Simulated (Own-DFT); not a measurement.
GaAs (zincblende with one plane slipped along a stacking-fault path, atoms displaced) (calculated)

A calculation, not a measurement: plane-wave PBE density functional theory by an unreviewed code, no spin, of a simulated periodic cell, stress positive in tension, free energy of the whole cell less one offset for each atom, forces on such cells passed a denser k mesh, this cell's mesh not checked; offsets are fitted by least squares, one for each functional and potential file, so energies compare only between cells with the same atoms and settings and are not formation energies; the far tail of each file's local potential was reset to the Coulomb form; each entry is a single point on an unrelaxed cell, so the pressure reflects the starting lattice, mostly measured values (interpolated for alloys), from which strain is counted, and rises with the displacements; printed positions are rounded, which can move forces by about a meV/angstrom; the program, named Own-DFT, is a retired in-house code; no spin-orbit coupling. Program: Own-DFT development build.

Common to all runs: functional PBE; potential files PseudoDojo norm-conserving, scalar-relativistic, standard set; wave cutoff 42 hartree; occupations Fermi-Dirac; smearing width 0.1 eV; k mesh 4 x 4 x 2 centred on Gamma.

(1) 
```xyz
48
Lattice="5.6533 -5.6533 0.0000 0.0000 5.6533 -5.6533 11.9190 11.9190 10.0817" Properties=species:S:1:pos:R:3:force_x:R:1:force_y:R:1:force_z:R:1 formula=GaAs free_energy_of_cell_above_offsets=-13.714 pressure=5.34 stress_xx=-6.24 stress_yy=-6.93 stress_zz=-2.84 stress_yz=-0.21 stress_xz=-0.02 stress_xy=1.43
Ga     5.6661     0.0222    -5.6206      0.075     -0.067     -0.314
As     7.0677     1.4621    -4.2613      0.236     -0.553      0.412
Ga     2.8206     2.8212    -0.0165      0.291      0.188     -0.054
As     4.2273     4.2880     1.4031      0.246      -0.78     -0.114
Ga     5.6602     2.8028     2.8135     -0.269      0.501      0.149
As     7.0354     4.2745     4.2538     -0.234     -3.975     -0.178
Ga     6.2751     6.2241     4.4264       1.28      3.585      0.296
As     7.6632     7.7372     5.8257      0.074     -0.695      0.239
Ga     9.0896     9.1143     4.4559      0.402      0.038      0.029
As    10.5082    10.5530     5.8669      0.055     -0.312     -0.345
Ga    11.9402     9.1174     7.2341     -0.238     -0.124      0.073
As    13.3529    10.5001     8.6624     -0.771      0.292      0.039
Ga    17.5264     9.0703     7.2585      0.301      0.048     -0.102
As     7.0410    -1.4210    -1.3755      -0.21      0.159     -0.283
Ga     2.8344     5.6321    -2.7973     -0.472      0.175     -0.097
As     4.2181     7.0770    -1.4187      0.099     -0.021      0.083
Ga     5.6408     5.6680     0.0003      0.163      0.108     -0.238
As     7.0305     7.1041     1.4101     -1.306     -2.672     -0.043
Ga     6.2494     9.0957     1.5942      2.102      2.551      0.361
As     7.6936    10.5070     3.0715     -0.263      0.114     -0.623
Ga     9.1018    11.9214     1.6166      -0.33      0.127     -0.245
As    10.4936    13.3500     3.0050      0.254       0.09     -0.061
Ga    11.9250    11.8931     4.3685     -0.181       0.57      0.619
As    13.3474    13.3355     5.8296     -0.417     -0.464      0.408
Ga    14.6342    14.7718     4.4230      1.211     -0.422      0.081
As     4.1919     4.2504    -4.2294      0.394     -0.205     -0.252
Ga     5.6462     0.0651     0.0228     -0.128     -0.504      0.097
As     7.0719     1.4164     1.4536      0.269     -0.049     -0.245
Ga     8.5105    -0.0282     2.8371     -0.206      0.407      0.111
As     9.9167     1.4217     4.2256     -1.762     -2.122     -0.123
Ga     9.1228     3.4259     4.4786      0.567       2.32     -0.097
As    10.5092     4.8550     5.8340      0.075      0.223      0.289
Ga    11.9113     6.2795     4.4297     -0.094      0.121     -0.185
As    13.3124     7.6975     5.8149      0.356     -0.059       0.18
Ga    14.7200     6.2385     7.2692     -0.128      0.382     -0.158
As    16.1549     7.6271     8.6530     -0.376      0.507      0.419
Ga     2.8279    -0.0180    -2.7478     -0.049     -0.123     -1.216
As     4.2224     1.3779    -1.4603      0.327      0.575      0.697
Ga     5.6531     2.7958    -2.8203     -0.113      0.537     -0.122
As     7.0952     4.2476    -1.4103     -0.438     -0.221      0.129
Ga     8.4964     2.8416     0.0246     -0.326     -0.308     -0.255
As     9.8930     4.2199     1.3680     -2.019     -1.083      0.302
Ga     9.0556     6.2506     1.5661      1.835      1.792       0.07
As    10.4873     7.7046     2.9930     -0.322     -0.506      0.309
Ga    11.8754     9.0642     1.6164      0.492      0.524     -0.079
As    13.3501    10.5009     3.0639     -0.556     -0.156     -1.004
Ga    14.7400     9.1444     4.3965      0.304     -0.639      0.487
As    16.1707    10.5051     5.8046     -0.199      0.128      0.557
```

Units: free_energy_of_cell_above_offsets in eV; pressure, stress_xx, stress_yy, stress_zz, stress_yz, stress_xz, stress_xy in GPa; force_x, force_y, force_z in eV/Å.

(2) 
```xyz
48
Lattice="5.6533 -5.6533 0.0000 0.0000 5.6533 -5.6533 11.9190 11.9190 10.0817" Properties=species:S:1:pos:R:3:force_x:R:1:force_y:R:1:force_z:R:1 formula=GaAs free_energy_of_cell_above_offsets=-13.628 pressure=5.37 stress_xx=-7.23 stress_yy=-6.03 stress_zz=-2.84 stress_yz=-0.06 stress_xz=-0.49 stress_xy=1.31
Ga    11.9194    17.5203     4.4320       0.15      0.356      0.515
As     7.0976     1.4400    -4.2006     -0.488     -0.255     -0.264
Ga     2.8703     2.7866    -0.0142     -0.583      0.375      0.245
As     4.2076     4.2196     1.4444      0.341       0.27     -0.318
Ga     5.6058     2.8647     2.8966      0.549     -0.429     -0.524
As     7.1092     4.2202     4.2613     -4.094     -0.695       0.03
Ga     6.2533     6.2498     4.3950      1.561      1.878     -0.174
As     7.6391     7.7160     5.8105        0.2     -0.523      0.398
Ga     9.0100     9.1379     4.4413      0.647     -0.523     -0.323
As    10.5010    10.4589     5.8149     -0.014      0.294      0.035
Ga    11.9163     9.1151     7.2420      0.353     -0.604     -0.226
As    13.3147    10.5237     8.6441      0.326     -0.414      0.318
Ga     5.6239    -2.8243    -2.7807       0.29      0.037     -0.458
As     7.0031    -1.4053    -1.3635      0.959     -0.321     -0.523
Ga     2.8578     5.6382    -2.8455     -0.335      0.213      0.602
As     4.2560     7.0864    -1.3566     -0.405     -0.329     -0.263
Ga     5.6654     5.6411    -0.0243      0.031     -0.215      0.409
As     7.1007     7.0665     1.3997     -3.506     -1.111     -0.218
Ga     6.2576     9.0999     1.6192      1.933      1.355     -0.011
As     7.6498    10.5176     3.0254     -0.089      0.054     -0.214
Ga     9.0634    11.9472     1.6755      0.093      -0.01     -0.867
As    10.5228    13.3119     3.0372      0.087      0.357     -0.581
Ga    11.8916    11.9323     4.4220      0.197     -0.159      0.483
As    13.3368    13.3333     5.8338     -0.436      0.179      0.156
Ga     2.8289     2.8206    -5.6143     -0.034     -0.274     -0.878
As     4.2258     4.2285    -4.2636     -0.031     -0.193      0.544
Ga     5.6235    -0.0657     0.0294      0.238      0.734      0.063
As     7.0745     1.3651     1.4045     -0.584      0.448      0.358
Ga     8.4760     0.0019     2.8340     -0.225      -0.25     -0.014
As     9.8366     1.3761     4.2654     -1.569     -1.222      0.492
Ga     9.0425     3.4675     4.3974      4.483      0.562      0.108
As    10.5207     4.9050     5.8250     -0.511      -0.54      0.532
Ga    11.8782     6.2595     4.4065      0.566      0.241      0.351
As    13.4018     7.6825     5.7616     -0.732     -0.349      0.741
Ga    14.7898     6.2377     7.2435     -0.447      0.064     -0.084
As    16.2087     7.6251     8.6430     -0.576      0.254      0.582
Ga    14.7023    11.9489     7.2629      0.617     -0.132     -0.081
As     4.2727     1.4155    -1.3693     -0.096     -0.348     -0.616
Ga     5.6415     2.8854    -2.7857     -0.141     -0.739     -0.476
As     7.0609     4.1698    -1.4152      0.294       0.88      0.253
Ga     8.4686     2.8482     0.0405      -0.07     -0.533     -0.102
As     9.8853     4.2243     1.3845     -2.054      -0.76      0.221
Ga     9.0576     6.3073     1.6178      3.462       0.34      0.025
As    10.4922     7.6181     3.0370     -0.194      1.164     -0.222
Ga    11.9558     9.1028     1.6162     -0.731     -0.037     -0.086
As    13.2808    10.5320     3.0347      0.753     -0.132     -0.169
Ga    14.7682     9.0540     4.3817     -0.211      0.609     -0.085
As    16.1269    10.4531     5.8268      0.025      0.431      0.314
```

Units: free_energy_of_cell_above_offsets in eV; pressure, stress_xx, stress_yy, stress_zz, stress_yz, stress_xz, stress_xy in GPa; force_x, force_y, force_z in eV/Å.

(3) 
```xyz
48
Lattice="5.6533 -5.6533 0.0000 0.0000 5.6533 -5.6533 11.9190 11.9190 10.0817" Properties=species:S:1:pos:R:3:force_x:R:1:force_y:R:1:force_z:R:1 formula=GaAs free_energy_of_cell_above_offsets=-13.625 pressure=5.39 stress_xx=-6 stress_yy=-7.16 stress_zz=-3.01 stress_yz=-0.65 stress_xz=-0.29 stress_xy=2.04
Ga     0.0804    -0.0054    -0.0075     -0.638     -0.043      0.365
As     7.0707     1.4020    -4.2520      0.617      0.204      0.136
Ga     2.8160     2.9029    -0.0179      0.372     -1.001       0.47
As     4.2622     4.2492     1.3684     -0.358     -0.318      0.761
Ga     5.6627     2.8190     2.7707       0.09     -0.046       0.43
As     7.1031     4.2452     4.2113     -1.864      -1.75     -0.073
Ga     6.2915     6.2917     4.3589      1.335      1.797     -0.134
As     7.6234     7.6957     5.8742      0.675     -0.357     -0.451
Ga     9.1119     9.0722     4.4444     -0.481       0.02       0.02
As    10.5138    10.4965     5.8134     -0.448      0.155      0.344
Ga    11.9006     9.1484     7.2521      0.118     -0.461     -0.049
As    13.3147    10.4938     8.6728      0.237      0.139     -0.285
Ga    11.9053    14.6766     7.2293      0.456        0.5      0.408
As     7.1211    -1.3817    -1.3232      -0.57     -0.173     -1.794
Ga     2.8966     5.6325    -2.8574     -0.475      0.234      0.341
As     4.2118     7.0954    -1.3888      0.466     -0.153     -0.473
Ga     5.6055     5.6277     0.0181      0.434      0.672     -0.511
As     7.0604     7.0841     1.3586     -1.259     -2.587     -0.109
Ga     6.2960     9.0773     1.6229      0.563      2.652     -0.064
As     7.6365    10.4881     3.0473       0.96      0.041     -0.383
Ga     9.1254    11.9468     1.5961     -0.651     -0.329     -0.009
As    10.5023    13.3349     2.9795      0.467     -0.095      0.331
Ga    11.9060    11.9012     4.4713      0.028      0.129     -0.661
As    13.3334    13.2611     5.8312      0.172      0.978     -0.335
Ga     2.8593    -2.7747    -0.0630     -0.329     -0.654       0.54
As     4.2516     4.2101    -4.2619      0.223      0.083      0.079
Ga     5.6789    -0.0399    -0.0153     -0.652      0.517     -0.002
As     7.0462     1.3652     1.3844      0.336      0.502     -0.046
Ga     8.4693    -0.0197     2.7985      0.176      0.268      0.095
As     9.8624     1.4468     4.2428     -0.712     -3.846     -0.265
Ga     9.1276     3.4032     4.4809      0.719      3.293       0.16
As    10.5005     4.8369     5.8547     -0.002      0.243       0.02
Ga    11.9332     6.2084     4.4259     -0.141      0.788      0.438
As    13.3680     7.6955     5.8983     -0.623       0.16     -0.818
Ga    14.7309     6.2914     7.2264      0.386     -0.456      0.732
As    16.1910     7.6730     8.7192     -0.177     -0.324     -0.456
Ga    14.7063    11.9400     7.2613      0.576     -0.321      0.127
As     4.2317     1.4489    -1.4293      0.058      -0.26       0.22
Ga     5.6924     2.8237    -2.8361     -0.071     -0.019      0.152
As     7.0778     4.2703    -1.3942      -0.16     -0.241     -0.142
Ga     8.5275     2.8752     0.0007     -0.726     -0.402      0.048
As     9.8533     4.2385     1.4220     -0.182     -2.984      0.193
Ga     9.0848     6.2129     1.6025      1.043      3.053      0.232
As    10.4749     7.6643     3.0303      0.232     -0.323     -0.062
Ga    11.8755     9.0520     1.5742      0.115      0.496      0.749
As    13.3225    10.4948     3.0503     -0.151     -0.011     -0.597
Ga    14.7662     9.0697     4.3810      0.003      0.245      0.563
As    16.1888    10.5111     5.8600     -0.187     -0.017     -0.234
```

Units: free_energy_of_cell_above_offsets in eV; pressure, stress_xx, stress_yy, stress_zz, stress_yz, stress_xz, stress_xy in GPa; force_x, force_y, force_z in eV/Å.

(4) 
```xyz
48
Lattice="5.6533 -5.6533 0.0000 0.0000 5.6533 -5.6533 11.9190 11.9190 10.0817" Properties=species:S:1:pos:R:3 formula=GaAs
Ga     0.0189     5.6562    -5.6363
As     7.0027     1.4529    -4.1975
Ga     2.7918     2.7981    -0.0021
As     4.2510     4.2697     1.4216
Ga     5.6399     2.7993     2.8369
As     7.0699     4.2252     4.2581
Ga     6.3037     6.2719     4.4162
As     7.6897     7.6350     5.8578
Ga     9.1425     9.0520     4.3926
As    10.5400    10.4827     5.8094
Ga    11.9121     9.1638     7.3028
As    13.3016    10.4431     8.6373
Ga     5.6486    -2.8478    -2.7804
As     7.0198    -1.3899    -1.4214
Ga     2.8188     5.6790    -2.7797
As     4.2625     7.0469    -1.3712
Ga     5.6482     5.6639    -0.0331
As     7.0750     7.0919     1.3982
Ga     6.2769     9.1490     1.5608
As     7.7262    10.4893     3.0311
Ga     9.1005    11.9123     1.6073
As    10.5418    13.3229     2.9811
Ga    11.9106    11.9371     4.4402
As    13.3601    13.3147     5.8357
Ga     2.8143    -2.8118    -0.0004
As     4.2401     4.2389    -4.2423
Ga     5.6220    -0.0218     0.0290
As     7.0534     1.4044     1.4463
Ga     8.4894    -0.0267     2.8191
As     9.9045     1.4107     4.2502
Ga     9.1117     3.4070     4.4136
As    10.4673     4.8714     5.8053
Ga    11.9314     6.2834     4.4071
As    13.3486     7.6772     5.8657
Ga    14.7033     6.3087     7.2559
As    16.1473     7.6720     8.6969
Ga    14.7419    11.9120     7.2555
As     4.2232     1.3893    -1.3936
Ga     5.6560     2.7938    -2.8544
As     7.0334     4.2941    -1.4273
Ga     8.5049     2.8505    -0.0359
As     9.8532     4.2072     1.3861
Ga     9.1099     6.2871     1.6496
As    10.4924     7.6528     3.0111
Ga    11.9322     9.0539     1.6121
As    13.3180    10.5069     2.9736
Ga    14.7079     9.0720     4.4359
As    16.1912    10.4568     5.8385
```

Question: GaAs (zincblende with one plane slipped along a stacking-fault path, atoms displaced) (entry 4): stress yy?
Answer: -6.4 GPa

Question: GaAs (zincblende with one plane slipped along a stacking-fault path, atoms displaced) (entry 4): pressure?
Answer: 5.18 GPa

Question: Give the missing stress xx for GaAs (zincblende with one plane slipped along a stacking-fault path, atoms displaced) (entry 4).
Answer: -6.27 GPa

Question: Give the table of force values for GaAs (zincblende with one plane slipped along a stacking-fault path, atoms displaced) (entry 4).
Answer: 
Force:
```
element  x (eV/Å)  y (eV/Å)  z (eV/Å)
     Ga    -0.137    -0.296    -0.095
     As     0.962    -0.747    -0.503
     Ga     0.089     0.484      0.11
     As    -0.086    -0.602    -0.289
     Ga     0.074     0.334     0.017
     As    -1.834    -2.038     0.118
     Ga       1.5     1.842    -0.263
     As     0.166     0.494    -0.183
     Ga    -0.377     0.123     0.587
     As    -0.543     0.353     0.319
     Ga    -0.315    -0.921     -0.86
     As     0.686     1.143     0.722
     Ga     0.087    -0.171    -0.381
     As     0.359    -0.207     0.265
     Ga    -0.017    -0.107    -0.326
     As    -0.435     0.326    -0.456
     Ga     0.297     -0.01     0.744
     As    -1.845    -1.765     0.013
     Ga     1.874     1.631    -0.146
     As    -0.298     0.146    -0.072
     Ga     0.147     -0.04     0.028
     As    -0.443     0.189     0.327
     Ga     0.244    -0.154    -0.246
     As    -0.282     0.217     0.212
     Ga     0.072    -0.087     0.076
     As    -0.464    -0.019     0.342
     Ga     0.273     0.331    -0.004
     As     0.219     0.071    -0.533
     Ga     0.035     0.449     0.126
     As    -1.471    -2.623      0.01
     Ga      1.36     2.424    -0.109
     As     0.618    -0.297     0.226
     Ga     0.157    -0.248     0.285
     As    -0.709     0.372    -0.163
     Ga     0.682    -0.608    -0.077
     As     0.018    -0.118    -0.035
     Ga     0.176    -0.393      -0.1
     As     0.036     0.144    -0.096
     Ga    -0.615     0.677     0.826
     As     0.202    -0.813    -0.134
     Ga    -0.729    -0.229     0.048
     As    -1.586    -1.136     0.436
     Ga     1.428     1.036    -0.392
     As     0.613     0.148    -0.042
     Ga     -0.31      0.36    -0.492
     As     0.024    -0.023     0.476
     Ga     0.409      0.11    -0.357
     As    -0.312     0.246     0.039
```

Further results for GaAs (zincblende with one plane slipped along a stacking-fault path, atoms displaced) (entry 4):

* free energy of cell above offsets: -14.315 eV
* stress zz: -2.87 GPa
* stress yz: -0.33 GPa
* stress xz: -0.41 GPa
* stress xy: 1.18 GPa
